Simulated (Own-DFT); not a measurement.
# Which defects push the lattice out? wurtzite GaN

Everything here is calculated. The program is Own-DFT (plane waves, in-house, since retired, never reviewed by a person); positions were held fixed, and spin and spin-orbit coupling were off.

Settings: PBE; PseudoDojo norm-conserving scalar-relativistic files; cutoff 42 hartree; 4 x 4 x 3 k mesh centred on Gamma; Fermi-Dirac smearing of 0.1 eV.

Known weak points (not all hold for every row): not probed for a lower state with spin; forces not confirmed at this smearing and k mesh; stress not checked against mesh or cutoff.

All runs share one cell, with vectors in Å (9.567, 0.000, 0.000); (-4.784, 8.285, 0.000); (0.000, 0.000, 10.370) and a volume of 822.0 Å³. u is the rms random offset of the atoms per axis. The defect's site can differ from row to row.

```
               cell  formula   u (Å)  P (GPa)
          no defect  Ga36N36  0.0189     5.87
          no defect  Ga36N36  0.0198     5.86
          no defect  Ga36N36  0.0483     7.25
 one N on a Ga site  Ga35N37  0.0282        ?
 one N on a Ga site  Ga35N37  0.0300     5.35
 one N on a Ga site  Ga35N37  0.0469     6.44
 one N on a Ga site  Ga35N37  0.0505     6.67
one Ga on an N site  Ga37N35  0.0301    11.79
one Ga on an N site  Ga37N35  0.0306    12.22
one Ga on an N site  Ga37N35  0.0460    13.07
```

## Worked fit

P = P0 + c u² + a shift for each defect gives P0 = 5.54 GPa, c = 773 ± 67 GPa/Å² and a scatter of 0.15 GPa. The shifts, and each times the cell's volume:

- one Ga on an N site: 5.80 ± 0.12 GPa, 29.8 eV
- one N on a Ga site: -0.83 ± 0.14 GPa, -4.3 eV

A positive shift means that the defect pushes the cell outwards. Shift times volume (160.2 GPa Å³ is 1 eV) depends little on the cell's size, so, taken for each site, it can be compared between cells at like pressure. The atoms around the defects weren't relaxed, which would change these numbers.

## Prediction

Q: what pressure belongs in the blank (one N on a Ga site, u = 0.0282 Å)?

The fit gives 5.32 ± 0.19 GPa. The hidden result is 5.51 GPa.
